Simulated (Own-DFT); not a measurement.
# Strain and stress in wurtzite AlGaN with randomly placed atoms, 72 atoms (Al27Ga9N36)

All numbers below are calculated, not measured. The program, named Own-DFT, is a retired in-house plane-wave density functional code that no person has reviewed. Each row is one single-point run on a periodic cell that was not relaxed, without spin or spin-orbit coupling.

Settings of every run: PBE; PseudoDojo norm-conserving scalar-relativistic files; cutoff 42 hartree; 4 x 4 x 3 k mesh centred on Gamma; Fermi-Dirac smearing of 0.1 eV.

Known limits: forces on such cells passed a denser k mesh, each cell not checked; stress not checked against mesh or cutoff.

Unstrained cell vectors in Å: (9.394, 0.000, 0.000); (-4.697, 8.135, 0.000); (0.000, 0.000, 10.066). The unstrained cell has measured lattice constants (interpolated for alloys), not those of this functional. That, the random moves and any unrelaxed bonds set the pressure at no strain. Each run strains this cell uniformly, with the atoms carried along. Every atom was also moved at random, by a Gaussian of width 0.05 Å on each axis. The random placing of the alloy's atoms differs from row to row. Strain is the symmetric tensor, in per cent. Stress is positive in tension, and the pressure is minus a third of its trace.

```
run,e_xx (%),e_yy (%),e_zz (%),s_xx (GPa),s_yy (GPa),s_zz (GPa),P (GPa),E (meV/atom)
1,-0.25,-0.25,0.00,-7.52,-9.40,-5.26,7.39,2.1
2,-2.50,-2.50,0.00,-23.12,-22.75,-12.54,19.47,77.5
3,3.00,3.00,0.00,8.02,8.06,-2.59,-4.50,14.5
4,-1.75,-1.75,0.00,-16.32,-18.25,-9.59,14.72,24.2
5,2.50,2.50,0.00,5.62,7.21,-3.49,-3.11,0.0
6,-0.50,-0.50,0.00,-9.27,-9.36,-6.72,8.45,6.0
7,2.75,2.75,0.00,8.50,6.55,-4.63,-3.48,9.5
8,2.00,2.00,0.00,2.50,5.04,-4.15,-1.13,6.0
9,-0.75,-0.75,0.00,?,?,?,?,?
```

E is the free energy for each atom above the lowest run shown.

## Worked fit

The change of volume is close to e_xx + e_yy + e_zz. A straight line through the runs shown gives P = 7.56 - 209 x (fractional change of volume) GPa, with an error of 9 on the slope and a scatter of 1.03 GPa. The strain isn't the same on all axes and the cell isn't cubic, so the slope belongs to this path and is not the bulk modulus.

## Withheld run

Question: what pressure should run 9 give? Its volume changes by -1.49 %.

The line gives 10.7 GPa. The calculation gave 10.06 GPa.
